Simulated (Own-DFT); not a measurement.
## Calculated data, SiC (4H silicon carbide, atoms displaced)

All values are calculated (Own-DFT development build). A calculation, not a measurement: plane-wave PBE density functional theory by an unreviewed code, no spin, of a simulated periodic cell, stress positive in tension, free energy of the whole cell less one offset for each atom, forces on such cells passed a denser k mesh, this cell's mesh not checked; offsets are fitted by least squares, one for each functional and potential file, so energies compare only between cells with the same atoms and settings and are not formation energies; the far tail of each file's local potential was reset to the Coulomb form; each entry is a single point on an unrelaxed cell, so the pressure reflects the starting lattice, mostly measured values (interpolated for alloys), from which strain is counted, and rises with the displacements; printed positions are rounded, which can move forces by about a meV/angstrom; the program, named Own-DFT, is a retired in-house code; no spin-orbit coupling.

```cif
# cell vector a (Å): 6.1654 0.0000 0.0000
# cell vector b (Å): -3.0827 5.3394 0.0000
# cell vector c (Å): 0.0000 0.0000 10.0681
data_SiC
_symmetry_space_group_name_H-M 'P 1'
_symmetry_Int_Tables_number 1
_cell_length_a 6.1654
_cell_length_b 6.1654
_cell_length_c 10.0681
_cell_angle_alpha 90.000
_cell_angle_beta 90.000
_cell_angle_gamma 120.000
_cell_volume 331.44
loop_
_atom_site_label
_atom_site_type_symbol
_atom_site_fract_x
_atom_site_fract_y
_atom_site_fract_z
_atom_site_occupancy
Si1 Si 0.02369 0.01358 0.40563 1
Si2 Si 0.20964 0.37735 0.15089 1
C1 C 0.00010 0.02223 0.09897 1
C2 C 0.18181 0.34039 0.33024 1
Si3 Si 0.98121 0.48401 0.40020 1
Si4 Si 0.20004 0.83356 0.15176 1
C3 C 0.00897 0.50875 0.09887 1
C4 C 0.16804 0.84742 0.34675 1
Si5 Si 0.48828 0.98187 0.41490 1
Si6 Si 0.69230 0.36036 0.14733 1
C5 C 0.51183 0.99271 0.09202 1
C6 C 0.68298 0.33174 0.35078 1
Si7 Si 0.51367 0.50358 0.41454 1
Si8 Si 0.63740 0.82815 0.15182 1
C7 C 0.51079 0.51030 0.09366 1
C8 C 0.66797 0.83011 0.33539 1
Si9 Si 0.97256 0.00266 0.90129 1
Si10 Si 0.84851 0.67931 0.65621 1
C9 C 0.96725 0.96947 0.60857 1
C10 C 0.82074 0.65839 0.84547 1
Si11 Si 0.99772 0.50438 0.90022 1
Si12 Si 0.83560 0.18056 0.65894 1
C11 C 0.00759 0.48758 0.59692 1
C12 C 0.83484 0.16704 0.84247 1
Si13 Si 0.50038 0.01465 0.90425 1
Si14 Si 0.31907 0.68822 0.66166 1
C13 C 0.51286 0.99153 0.58688 1
C14 C 0.36212 0.67925 0.83816 1
Si15 Si 0.50500 0.47798 0.91674 1
Si16 Si 0.34248 0.15498 0.65553 1
C15 C 0.49067 0.48693 0.59299 1
C16 C 0.31778 0.16948 0.83712 1
_calc_functional 'PBE'
_calc_potential_files 'PseudoDojo norm-conserving, scalar-relativistic, standard set'
_calc_wave_cutoff 42  # hartree
_calc_occupations 'Fermi-Dirac'
_calc_smearing_width 0.1  # eV
_calc_hardware 'one NVIDIA H100'
_calc_k_mesh '5 x 5 x 3 centred on Gamma'
_calc_free_energy_of_cell_above_offsets '2.755'  # eV
_calc_pressure 8.58  # GPa
_calc_stress_xx -8.73  # GPa
_calc_stress_yy -8.62  # GPa
_calc_stress_zz -8.38  # GPa
_calc_stress_yz 2.21  # GPa
_calc_stress_xz -1.31  # GPa
_calc_stress_xy -0.37  # GPa
_calc_wall_time 123.9  # s
```

Force:
```tsv
element	x (eV/Å)	y (eV/Å)	z (eV/Å)
Si	-3.447	-0.161	-0.496
Si	-3.751	-6.053	1.22
C	1.228	-0.859	-1.838
C	-0.171	0.715	3.273
Si	5.154	3.124	1.506
Si	-5.714	1.865	1.516
C	1.547	0.954	-2.619
C	2.204	-2.537	-0.689
Si	1.523	1.027	-4.148
Si	-0.629	-2.866	3.526
C	-3.313	4.435	-2.458
C	-4.492	-2.261	-2.303
Si	-0.711	0.014	-2.129
Si	7.434	1.394	2.416
C	2.289	0.091	-0.992
C	-0.275	0.109	2.183
Si	4.133	-1.569	2.95
Si	-1.648	-7.504	1.362
C	1.836	7.554	-3.832
C	1.086	0.631	-0.121
Si	1.785	0.918	0.836
Si	1.091	-2.758	-0.031
C	-1.975	2.379	-1.492
C	-3.337	2.219	-0.465
Si	0.127	-1.664	-0.277
Si	4.245	-3.045	-0.994
C	-1.564	1.377	3.059
C	-2.099	-0.532	2.568
Si	-2.1	2.041	-3.76
Si	-2.044	1.332	-0.917
C	0.342	0.859	1.279
C	1.244	-1.228	1.871
```
